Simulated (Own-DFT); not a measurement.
Simulation results for Hf$_{32}$O$_{63}$ (monoclinic hafnia with one vacancy, atoms displaced)

All values are calculated (Own-DFT development build). A calculation, not a measurement: plane-wave density functional theory by an unreviewed code, no spin, of a simulated periodic cell, stress positive in tension, run twice, with PBE and with PBEsol, both on files made for PBE, so the change isn't that of files made for PBEsol, defect cell not probed for a lower state with spin; hafnium file: forces about 75 meV/angstrom off all-electron values; oxygen file: force components 24 meV/angstrom off all-electron in one glass; forces on such cells passed a denser k mesh, this cell's mesh not checked; the far tail of each file's local potential was reset to the Coulomb form; each entry is a single point on an unrelaxed cell, so the pressure reflects the starting lattice, mostly measured values (interpolated for alloys), from which strain is counted, and rises with the displacements; printed positions are rounded, which can move forces by about a meV/angstrom; the program, named Own-DFT, is a retired in-house code; no spin-orbit coupling; stress was not checked against mesh or cutoff.

```yaml
- formula: Hf32O63
  kind: "monoclinic hafnia with one vacancy, atoms displaced"
  structure:
    cell_angstrom: [[10.234, 0.0, 0.0], [0.0, 10.35, 0.0], [-1.6955, 0.0, 10.4453]]
    atoms_fractional:
      - [Hf, 0.14586, 0.01828, 0.10428]
      - [Hf, 0.36211, 0.26511, 0.14777]
      - [Hf, 0.35875, 0.48107, 0.3939]
      - [Hf, 0.13865, 0.23392, 0.35745]
      - [O, 0.03561, 0.16008, 0.17615]
      - [O, 0.46769, 0.41608, 0.07656]
      - [O, 0.46141, 0.33331, 0.32978]
      - [O, 0.03791, 0.08438, 0.42102]
      - [O, 0.22674, 0.37835, 0.24279]
      - [O, 0.27652, 0.13125, 0.00412]
      - [O, 0.27693, 0.12369, 0.2601]
      - [O, 0.22888, 0.36703, 0.49048]
      - [Hf, 0.13629, 0.01563, 0.59921]
      - [Hf, 0.36261, 0.26982, 0.64446]
      - [Hf, 0.3621, 0.47922, 0.89583]
      - [Hf, 0.13617, 0.22436, 0.85666]
      - [O, 0.04146, 0.16804, 0.6738]
      - [O, 0.45879, 0.41853, 0.57951]
      - [O, 0.46243, 0.33745, 0.82732]
      - [O, 0.04219, 0.08237, 0.9206]
      - [O, 0.22456, 0.37222, 0.74153]
      - [O, 0.27982, 0.12846, 0.51061]
      - [O, 0.2782, 0.12431, 0.75975]
      - [O, 0.22581, 0.37128, 0.99108]
      - [Hf, 0.13883, 0.51871, 0.10414]
      - [Hf, 0.36263, 0.77062, 0.14878]
      - [Hf, 0.3636, 0.98543, 0.39252]
      - [Hf, 0.13598, 0.73317, 0.35557]
      - [O, 0.036, 0.66649, 0.17212]
      - [O, 0.46242, 0.92059, 0.07913]
      - [O, 0.4637, 0.84022, 0.32867]
      - [O, 0.0392, 0.58337, 0.42373]
      - [O, 0.2241, 0.87906, 0.24436]
      - [O, 0.27475, 0.63153, 0.0082]
      - [O, 0.27954, 0.62138, 0.25527]
      - [O, 0.22054, 0.87127, 0.48727]
      - [Hf, 0.14308, 0.52655, 0.60926]
      - [Hf, 0.36417, 0.77071, 0.64151]
      - [Hf, 0.36233, 0.98365, 0.89759]
      - [Hf, 0.13768, 0.72974, 0.85455]
      - [O, 0.03657, 0.66898, 0.66641]
      - [O, 0.46491, 0.91251, 0.57436]
      - [O, 0.45765, 0.83184, 0.826]
      - [O, 0.0381, 0.58099, 0.9222]
      - [O, 0.22412, 0.8805, 0.73555]
      - [O, 0.27415, 0.62856, 0.50783]
      - [O, 0.2781, 0.62482, 0.76282]
      - [O, 0.2247, 0.8774, 0.99122]
      - [Hf, 0.63921, 0.02888, 0.10117]
      - [Hf, 0.86004, 0.27331, 0.14604]
      - [Hf, 0.8603, 0.47678, 0.39304]
      - [Hf, 0.63786, 0.23138, 0.35484]
      - [O, 0.53701, 0.16728, 0.1727]
      - [O, 0.95809, 0.41312, 0.07274]
      - [O, 0.95694, 0.33987, 0.32159]
      - [O, 0.5323, 0.0837, 0.42652]
      - [O, 0.72656, 0.378, 0.23694]
      - [O, 0.7731, 0.1245, 0.01055]
      - [O, 0.77215, 0.1172, 0.25924]
      - [O, 0.72337, 0.36944, 0.49192]
      - [Hf, 0.64217, 0.0221, 0.60298]
      - [Hf, 0.86466, 0.27213, 0.64663]
      - [Hf, 0.85819, 0.48265, 0.89305]
      - [Hf, 0.63411, 0.22883, 0.85306]
      - [O, 0.53695, 0.16329, 0.67711]
      - [O, 0.96457, 0.41859, 0.57783]
      - [O, 0.96207, 0.33527, 0.83151]
      - [O, 0.54164, 0.08547, 0.9269]
      - [O, 0.72851, 0.38358, 0.74119]
      - [O, 0.77355, 0.12388, 0.51355]
      - [O, 0.77381, 0.12231, 0.76274]
      - [O, 0.72311, 0.37334, 0.99336]
      - [Hf, 0.63529, 0.51961, 0.10025]
      - [Hf, 0.85694, 0.77304, 0.14864]
      - [Hf, 0.85903, 0.98567, 0.39629]
      - [Hf, 0.64092, 0.73374, 0.36063]
      - [O, 0.53657, 0.664, 0.1751]
      - [O, 0.96443, 0.915, 0.07628]
      - [O, 0.5379, 0.58048, 0.41987]
      - [O, 0.72366, 0.87892, 0.23535]
      - [O, 0.77331, 0.62833, 0.00963]
      - [O, 0.76964, 0.62202, 0.2605]
      - [O, 0.72691, 0.87076, 0.49402]
      - [Hf, 0.63881, 0.51667, 0.6031]
      - [Hf, 0.8578, 0.7705, 0.64533]
      - [Hf, 0.86571, 0.98035, 0.89509]
      - [Hf, 0.63569, 0.73491, 0.85656]
      - [O, 0.53541, 0.66385, 0.67362]
      - [O, 0.96482, 0.91524, 0.57295]
      - [O, 0.96411, 0.83521, 0.82706]
      - [O, 0.53445, 0.587, 0.92385]
      - [O, 0.72105, 0.87491, 0.73791]
      - [O, 0.77876, 0.62779, 0.51263]
      - [O, 0.78287, 0.62373, 0.75825]
      - [O, 0.72554, 0.87544, 0.98994]
  settings:
    functional: "PBE, then PBEsol"
    potential_files: "PseudoDojo norm-conserving, scalar-relativistic, standard set"
    "wave_cutoff [hartree]": 72.0
    occupations: Fermi-Dirac
    "smearing_width [eV]": 0.1
    k_mesh: "2 x 2 x 2 centred on Gamma"
  results:
    "PBE_pressure [GPa]": 3.68
    "PBE_stress_xx [GPa]": -3.52
    "PBE_stress_yy [GPa]": -3.71
    "PBE_stress_zz [GPa]": -3.79
    "PBE_stress_yz [GPa]": 0.14
    "PBE_stress_xz [GPa]": 0.06
    "PBE_stress_xy [GPa]": -0.04
    "PBEsol_pressure [GPa]": -2.71
    "PBEsol_stress_xx [GPa]": 2.86
    "PBEsol_stress_yy [GPa]": 2.65
    "PBEsol_stress_zz [GPa]": 2.62
    "PBEsol_stress_yz [GPa]": 0.1
    "PBEsol_stress_xz [GPa]": 0.37
    "PBEsol_stress_xy [GPa]": 0.0
    force_element: [Hf, Hf, Hf, Hf, O, O, O, O, O, O, O, O, Hf, Hf, Hf, Hf, O, O, O, O, O, O, O, O, Hf, Hf, Hf, Hf, O, O, O, O, O, O, O, O, Hf, Hf, Hf, Hf, O, O, O, O, O, O, O, O, Hf, Hf, Hf, Hf, O, O, O, O, O, O, O, O, Hf, Hf, Hf, Hf, O, O, O, O, O, O, O, O, Hf, Hf, Hf, Hf, O, O, O, O, O, O, O, Hf, Hf, Hf, Hf, O, O, O, O, O, O, O, O]
    "PBE_force_x [eV/angstrom]": [-1.823, 0.167, 0.475, -0.245, -0.165, -0.823, 0.918, -0.861, -0.544, 0.303, 0.135, -0.706, 0.62, -0.694, -0.34, 0.827, -1.034, 1.087, 1.032, -1.335, -0.11, -0.331, 0.15, -0.141, -0.458, 0.756, -0.918, -0.38, -0.456, 0.255, 0.911, -0.521, -0.019, -0.038, -0.444, 0.184, -0.623, -0.192, 0.178, 0.102, -0.137, 0.478, 0.704, -0.182, -0.212, 0.427, -0.221, -0.077, 0.018, 0.647, 0.051, -0.631, -0.654, 1.281, 1.93, 1.165, -1.0, 1.0, 0.116, 0.071, -1.417, 0.73, 0.327, 0.649, -0.282, 0.1, 0.51, -1.452, -0.587, 0.597, 0.516, -0.262, 0.246, 1.002, 1.062, -0.398, -0.847, 0.546, -0.142, -0.01, 0.248, 0.653, -0.228, -0.557, 0.779, -0.386, 0.089, 0.242, -0.109, 0.34, -0.246, 0.045, -0.426, -0.708, -0.298]
    "PBE_force_y [eV/angstrom]": [0.03, 1.565, 0.237, -0.56, 0.641, -0.713, -0.621, -0.144, 0.02, -0.101, 0.069, 0.535, 0.619, -0.144, 0.114, 1.957, -0.073, 0.43, -0.707, -1.11, 1.304, -0.152, -0.648, -0.123, 0.408, -0.251, -1.048, -0.578, 0.375, 0.114, -0.872, -0.137, 0.257, 0.116, -0.084, 0.189, -1.124, 0.185, -0.631, 0.174, 0.354, 0.544, 0.249, 0.197, -0.147, 0.096, -0.502, -0.703, -2.107, -0.739, 1.9, -0.039, 0.647, 0.603, -1.338, 1.043, -0.165, 1.208, 0.862, -0.354, -0.768, 0.262, -0.075, 0.803, 0.206, -0.249, -0.776, -0.234, -0.51, 0.984, -0.154, -0.713, 0.627, -0.462, -1.376, -1.095, 0.937, 0.253, 0.142, 0.329, 0.451, -0.213, 0.384, 0.989, -0.463, -0.223, -0.542, -0.025, 0.196, -0.245, -0.076, 0.736, 0.036, 0.09, -0.353]
    "PBE_force_z [eV/angstrom]": [0.418, -0.551, 0.267, -0.782, -0.143, 0.189, -0.081, -0.202, -0.354, 1.183, -0.275, -0.115, 0.942, 0.55, 0.189, -0.998, -0.519, -0.129, -0.101, 0.513, -0.501, -0.312, 0.314, 0.298, -0.342, -0.311, 1.013, -0.811, 0.401, -0.069, -0.188, -0.292, -0.668, 0.331, 0.579, -0.008, -0.512, 0.512, -0.843, -0.107, 0.783, 0.022, 0.425, -0.268, 0.363, 0.326, -0.342, -0.427, 0.768, -0.971, 0.736, -0.231, 0.406, 0.568, 0.574, -0.445, 0.675, -0.003, 0.582, -0.46, 0.998, 0.853, 0.628, 0.396, -0.401, -0.065, -0.6, -0.824, -0.349, -0.43, -0.271, -0.955, 0.705, -0.439, -0.548, -1.29, 0.055, 0.228, 0.237, 1.064, -0.047, 0.416, -0.57, 0.253, 0.027, 0.612, -0.272, -0.07, 0.021, -0.244, -0.311, 0.074, -0.227, 0.22, -0.44]
    "PBEsol_force_x [eV/angstrom]": [-1.769, 0.154, 0.456, -0.207, -0.141, -0.8, 0.89, -0.844, -0.466, 0.23, 0.084, -0.615, 0.612, -0.7, -0.329, 0.827, -1.003, 1.052, 0.996, -1.288, -0.034, -0.381, 0.084, -0.076, -0.427, 0.738, -0.889, -0.186, -0.435, 0.232, 0.874, -0.481, 0.049, -0.106, -0.495, 0.225, -0.611, -0.184, 0.154, 0.111, -0.117, 0.446, 0.689, -0.167, -0.149, 0.347, -0.284, -0.02, 0.03, 0.621, 0.039, -0.621, -0.632, 1.226, 1.857, 1.141, -0.902, 0.895, 0.049, 0.131, -1.371, 0.713, 0.312, 0.629, -0.263, 0.074, 0.481, -1.4, -0.5, 0.518, 0.438, -0.194, 0.24, 0.901, 0.932, -0.374, -0.824, 0.507, -0.13, 0.066, 0.178, 0.571, -0.167, -0.532, 0.734, -0.385, 0.086, 0.237, -0.107, 0.321, -0.231, 0.109, -0.487, -0.737, -0.226]
    "PBEsol_force_y [eV/angstrom]": [0.067, 1.57, 0.173, -0.596, 0.644, -0.67, -0.623, -0.159, 0.013, -0.117, 0.074, 0.515, 0.639, -0.091, 0.06, 1.859, -0.056, 0.425, -0.705, -1.092, 1.268, -0.148, -0.62, -0.112, 0.455, -0.206, -1.07, -0.708, 0.384, 0.128, -0.858, -0.131, 0.244, 0.108, -0.076, 0.18, -1.035, 0.23, -0.656, 0.114, 0.342, 0.54, 0.224, 0.185, -0.15, 0.088, -0.487, -0.662, -2.002, -0.642, 1.801, -0.078, 0.646, 0.598, -1.313, 0.995, -0.172, 1.163, 0.833, -0.334, -0.7, 0.319, -0.131, 0.718, 0.222, -0.238, -0.763, -0.232, -0.49, 0.928, -0.153, -0.681, 0.65, -0.454, -1.238, -1.135, 0.932, 0.255, 0.131, 0.316, 0.439, -0.205, 0.385, 1.012, -0.428, -0.272, -0.57, 0.0, 0.235, -0.247, -0.092, 0.705, 0.038, 0.093, -0.343]
    "PBEsol_force_z [eV/angstrom]": [0.381, -0.506, 0.283, -0.791, -0.092, 0.127, -0.131, -0.146, -0.331, 1.151, -0.27, -0.125, 0.904, 0.563, 0.209, -1.006, -0.446, -0.179, -0.143, 0.547, -0.493, -0.311, 0.321, 0.292, -0.37, -0.272, 1.017, -0.781, 0.447, -0.127, -0.228, -0.232, -0.653, 0.323, 0.568, -0.014, -0.528, 0.536, -0.788, -0.131, 0.813, -0.023, 0.363, -0.209, 0.342, 0.322, -0.336, -0.41, 0.719, -0.924, 0.739, -0.252, 0.439, 0.513, 0.513, -0.391, 0.658, 0.004, 0.575, -0.453, 0.948, 0.87, 0.629, 0.359, -0.338, -0.112, -0.641, -0.746, -0.348, -0.437, -0.265, -0.919, 0.657, -0.566, -0.417, -1.287, 0.096, 0.165, 0.283, 1.028, -0.042, 0.4, -0.549, 0.225, 0.039, 0.628, -0.294, -0.025, -0.023, -0.279, -0.253, 0.063, -0.211, 0.211, -0.424]
    "rms_change_of_force_components_from_PBE_to_PBEsol [eV/angstrom]": 0.045
```
